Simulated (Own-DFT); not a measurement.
# A layer strained by its substrate: grey tin, 32 atoms (Sn32)

Calculated, not measured: single-point runs of Own-DFT, a retired in-house plane-wave DFT program that no person has reviewed, on unrelaxed cells, without spin or spin-orbit coupling.

Method: PBE; PseudoDojo norm-conserving scalar-relativistic files; cutoff 42 hartree; 3 x 3 x 5 k mesh centred on Gamma; cold (Marzari-Vanderbilt) smearing of 0.2 eV.

Caveats: forces on such cells failed a check on a denser k mesh; stress not checked against mesh or cutoff.

Unstrained cell vectors in Å: (12.978, 0.000, 0.000); (0.000, 12.978, 0.000); (0.000, 0.000, 6.489). The unstrained cell has measured lattice constants (interpolated for alloys), not those of this functional. That, the random moves and any unrelaxed bonds set the pressure at no strain. Each run strains x and y alike by e, as a substrate would, and holds the height along z. All atoms carry random offsets, Gaussian with a width of 0.05 Å per axis. Stress is positive in tension.

```
e (%)  u (Å)  (s_xx + s_yy)/2 (GPa)  s_zz (GPa)
-2.25  0.050                  -6.49       -5.87
-2.25  0.043                  -6.37       -5.72
-1.75  0.053                  -5.79       -5.41
-1.75  0.046                  -5.68       -5.15
-0.75  0.053                  -4.46       -4.28
-0.75  0.049                  -4.52       -4.21
-0.25  0.046                      ?           ?
 0.50  0.049                  -3.07       -3.22
 0.50  0.046                  -3.03       -3.10
 1.50  0.053                  -2.03       -2.49
 1.50  0.050                  -2.05       -2.43
```

## Fit

With e as a fraction, the in-plane stress is -3.6 + 113 e - 564 e² GPa (errors 1 and 113, scatter 0.05), and s_zz is -3.6 + 85 e - 655 e² GPa (slope ± 3, scatter 0.09). At e = 0 the first slope is C11 + C12 and the second 2 C12, both with the ions held to the strained lattice and at the cell's own pressure. The term in e² is negative: the layer stiffens under compression and softens under tension. A free layer would change its height as e changes, and the in-plane slope would drop by 2 C12²/C11 to the biaxial modulus. At fixed height, a misfit of 1 % moves the in-plane stress by about 1.1 GPa and s_zz by 0.8 GPa.

## Check

The question: what are the two stresses at e = -0.25 %?

The fitted form gives -3.9 and -3.8 GPa. The run itself gave -3.88 and -3.76 GPa.
